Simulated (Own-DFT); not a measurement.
## Calculated data, SiC (2H silicon carbide, strained, atoms displaced)

Computed with Own-DFT development build. A calculation, not a measurement: plane-wave PBE density functional theory by an unreviewed code, no spin, of a simulated periodic cell, stress positive in tension, free energy of the whole cell less one offset for each atom, forces on such cells passed a denser k mesh, this cell's mesh not checked; offsets are fitted by least squares, one for each functional and potential file, so energies compare only between cells with the same atoms and settings and are not formation energies; the far tail of each file's local potential was reset to the Coulomb form; each entry is a single point on an unrelaxed cell, so the pressure reflects the starting lattice, mostly measured values (interpolated for alloys), from which strain is counted, and rises with the displacements; printed positions are rounded, which can move forces by about a meV/angstrom; the program, named Own-DFT, is a retired in-house code; no spin-orbit coupling; before rounding, a Quantum ESPRESSO 7.3.1 run of the same cell and cutoff gave forces within 1 meV/angstrom rms on each cell, which checks the program and not the settings.

```xyz
32
Lattice="6.1544 -0.0893 0.0089 -3.1546 5.4450 0.0628 0.0145 0.1267 10.0348" Properties=species:S:1:pos:R:3:force_x:R:1:force_y:R:1:force_z:R:1 formula=SiC functional=PBE potential_files=PseudoDojo_norm-conserving,scalar-relativistic,standard_set wave_cutoff=42 occupations=Fermi-Dirac smearing_width=0.1 k_mesh=5_x_5_x_3_centred_on_Gamma free_energy_of_cell_above_offsets=-2.317 pressure=4.54 stress_xx=-3.79 stress_yy=0.94 stress_zz=-10.77 stress_yz=5.34 stress_xz=1.65 stress_xy=-7.31
Si     6.1434     0.0640    10.0196       0.45      -1.04      1.661
Si    -0.0168     1.9024     2.5460     -1.387     -2.011      -0.21
C      0.0365     0.0492     1.8745     -0.891      0.469      0.423
C      0.0870     1.7935     4.3959     -2.507      0.338      0.734
Si     3.0120     5.3960     5.1538     -0.065     -0.022     -2.499
Si    -0.0033     1.9184     7.6284      0.232     -0.715     -2.182
C      2.9953     5.4098     6.9483      1.194      0.916      2.164
C     -0.0691     1.9274     9.4816      1.873     -0.034     -0.943
Si    -1.5350     2.8545     9.9696     -1.502     -1.163      3.196
Si    -1.5680     4.6307     2.5634     -1.742     -1.487     -0.493
C     -1.5839     2.7894     1.9166      0.898      0.308     -0.766
C     -1.6054     4.5485     4.4169      0.005      1.091      1.128
Si    -1.5622     2.8361     5.1009      0.915     -1.548     -1.981
Si    -1.6120     4.5653     7.6194      0.246      0.305     -0.466
C      4.5661     2.6297     6.9114      1.733      1.864      1.764
C     -1.6028     4.5675     9.5878     -0.351      2.822     -2.855
Si     3.0628     0.1201    10.0267      0.745     -0.942      0.522
Si     3.0854     1.8570     2.5264     -0.826     -1.127      0.531
C      3.0566    -0.0090     1.8877      1.886      1.422     -0.224
C      3.1508     1.7727     4.4383     -1.473      2.905     -0.758
Si     3.0991     0.0944     4.9286     -0.944     -2.361      2.342
Si     3.1427     1.8293     7.6108     -3.043      -1.14     -4.357
C     -0.0772     5.4500     6.9843      0.004      0.703     -0.267
C      3.0399     1.8764     9.3199      0.042      0.271       4.48
Si     1.5403     2.8267    10.0598     -0.499      0.163      0.687
Si     1.4771     4.5115     2.6632      0.274      0.773     -2.721
C      1.4555     2.7253     1.9775      2.241      0.818     -1.426
C      1.4030     4.5737     4.4505      1.562     -1.164      1.546
Si     1.4428     2.7089     5.0943      2.177      0.877     -1.291
Si     1.4928     4.6302     7.5898     -1.051     -1.935     -0.768
C      1.5061     2.7457     6.8866        0.6      0.504      2.755
C      1.4993     4.6104     9.4546     -0.796      0.141       0.27
```

Units: wave_cutoff in hartree; smearing_width, free_energy_of_cell_above_offsets in eV; pressure, stress_xx, stress_yy, stress_zz, stress_yz, stress_xz, stress_xy in GPa; force_x, force_y, force_z in eV/Å.
